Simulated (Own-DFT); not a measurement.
# Computed records: SiC (3C silicon carbide, atoms displaced)

A calculation, not a measurement: plane-wave PBE density functional theory by an unreviewed code, no spin, of a simulated periodic cell, stress positive in tension, free energy of the whole cell less one offset for each atom, forces on such cells passed a denser k mesh, this cell's mesh not checked; offsets are fitted by least squares, one for each functional and potential file, so energies compare only between cells with the same atoms and settings and are not formation energies; the far tail of each file's local potential was reset to the Coulomb form; each entry is a single point on an unrelaxed cell, so the pressure reflects the starting lattice, mostly measured values (interpolated for alloys), from which strain is counted, and rises with the displacements; printed positions are rounded, which can move forces by about a meV/angstrom; the program, named Own-DFT, is a retired in-house code; no spin-orbit coupling. Program: Own-DFT development build.

SiC (3C silicon carbide, atoms displaced)

```
SiC
1.0
      8.7192     0.0000     0.0000
      0.0000     8.7192     0.0000
      0.0000     0.0000     8.7192
Si C Si C Si C Si C Si C Si C Si C Si C
4 4 4 4 4 4 4 4 4 4 4 4 4 4 4 4
Direct
  0.00772 0.99154 0.99310
  0.00019 0.25389 0.24864
  0.24928 0.99885 0.25453
  0.25710 0.23759 0.00718
  0.11284 0.14100 0.12187
  0.11634 0.38198 0.38469
  0.37677 0.13583 0.37252
  0.37198 0.37673 0.11416
  0.00649 0.00581 0.50290
  0.99555 0.24767 0.75350
  0.25069 0.99696 0.74202
  0.25068 0.25338 0.49963
  0.12268 0.11367 0.62622
  0.13075 0.36514 0.87479
  0.37825 0.13906 0.86615
  0.37993 0.37385 0.62789
  0.99525 0.50545 0.00405
  0.00459 0.73446 0.24760
  0.25106 0.49719 0.23582
  0.24571 0.73871 0.00973
  0.12821 0.62036 0.12766
  0.12280 0.87360 0.38432
  0.37899 0.61617 0.36681
  0.37318 0.87318 0.11751
  0.01921 0.50038 0.48908
  0.99644 0.75177 0.73330
  0.24821 0.49698 0.74415
  0.25766 0.75156 0.48814
  0.12101 0.62993 0.63631
  0.11654 0.87182 0.87071
  0.37288 0.62183 0.87639
  0.37750 0.87751 0.63451
  0.50502 0.01062 0.99959
  0.49213 0.23782 0.25378
  0.75456 0.00549 0.24451
  0.75021 0.25682 0.97550
  0.62467 0.12763 0.12647
  0.63140 0.37679 0.37373
  0.88247 0.13409 0.37100
  0.86896 0.36966 0.11159
  0.49045 0.99454 0.48369
  0.49503 0.24198 0.75112
  0.75912 0.00958 0.74334
  0.75229 0.25044 0.50446
  0.61868 0.12909 0.61854
  0.62300 0.37420 0.86396
  0.87541 0.12975 0.87865
  0.87737 0.37189 0.63200
  0.49392 0.49181 0.01093
  0.49634 0.75109 0.24272
  0.74479 0.50297 0.24283
  0.74638 0.75016 0.00001
  0.61909 0.63131 0.12236
  0.62236 0.87367 0.37939
  0.87789 0.63024 0.39014
  0.87798 0.87705 0.12813
  0.49617 0.50380 0.49149
  0.50742 0.74120 0.73688
  0.74217 0.49875 0.74596
  0.75829 0.74421 0.49964
  0.62734 0.61983 0.61595
  0.61526 0.87695 0.86619
  0.87711 0.63582 0.86913
  0.87161 0.87974 0.62448
```

- functional: PBE
- potential files: PseudoDojo norm-conserving, scalar-relativistic, standard set
- wave cutoff: 42 hartree
- occupations: Fermi-Dirac
- smearing width: 0.1 eV
- hardware: one NVIDIA H100
- k mesh: 4 x 4 x 4 centred on Gamma
- free energy of cell above offsets: -2.431 eV
- pressure: 6.07 GPa
- stress xx: -6.55 GPa
- stress yy: -6.1 GPa
- stress zz: -5.55 GPa
- stress yz: -0.79 GPa
- stress xz: 3.07 GPa
- stress xy: 1.79 GPa
- wall time: 374.6 s

Force:
```
element  x (eV/Å)  y (eV/Å)  z (eV/Å)
     Si    -2.137     2.046     1.557
     Si    -1.463     1.265     0.029
     Si    -1.019     0.383    -1.147
     Si    -1.686     2.329     -2.62
      C     2.622    -3.765     0.287
      C      4.94    -4.182    -5.601
      C    -2.998     -3.01     1.254
      C    -0.507    -2.771     3.441
     Si    -2.421    -1.296    -1.507
     Si     1.704     0.608    -0.079
     Si     -0.26     0.194     2.578
     Si    -0.489    -0.047     1.274
      C     1.205     2.953     0.129
      C    -0.691     1.138     0.374
      C    -2.185    -4.399     3.034
      C    -1.017     0.572    -1.726
     Si     0.451    -1.573    -2.765
     Si    -1.582     3.347     1.747
     Si     0.238    -0.921      2.75
     Si     1.107     2.205    -3.775
      C    -1.335    -0.456    -0.067
      C     0.734    -0.142    -2.297
      C    -1.543     1.706    -0.825
      C    -0.526     1.204     1.171
     Si    -5.709     3.744     6.319
     Si    -0.661     1.024     3.179
     Si     0.077    -0.055     2.124
     Si    -0.643    -0.571     2.857
      C     2.435    -1.724    -4.042
      C     2.344    -0.581    -0.255
      C     0.447    -0.365    -0.219
      C     0.361    -1.323    -3.656
     Si    -0.866    -1.892    -1.615
     Si     3.705       4.3    -2.252
     Si    -0.094    -0.384     1.419
     Si    -0.764     -0.57     3.477
      C     0.271     0.362    -0.932
      C    -1.527    -0.421    -0.382
      C    -0.922    -1.457     1.024
      C      0.43     1.987     1.793
     Si     1.574     1.033      3.57
     Si     2.498     2.857    -2.732
     Si    -2.795    -0.909     0.803
     Si    -0.069     0.655    -0.777
      C     0.547    -1.141    -0.125
      C    -1.268     0.434     1.292
      C     0.612    -2.224    -1.146
      C     0.086     0.778     -1.36
     Si     2.132     2.403    -4.125
     Si     0.805     0.528     0.986
     Si     0.714    -0.627     0.855
     Si     0.216     1.416    -1.387
      C      0.61    -1.404     0.088
      C      0.82    -0.551    -2.049
      C      1.65     -2.53    -4.066
      C      0.34    -1.288    -0.613
     Si     1.741    -2.371     1.106
     Si    -1.375     1.254     2.636
     Si     2.101     0.331     0.081
     Si    -2.438     2.632     1.045
      C    -0.232     0.415    -0.115
      C     2.094     0.304     0.808
      C    -1.104    -1.468     0.617
      C     0.718     0.014    -1.443
```
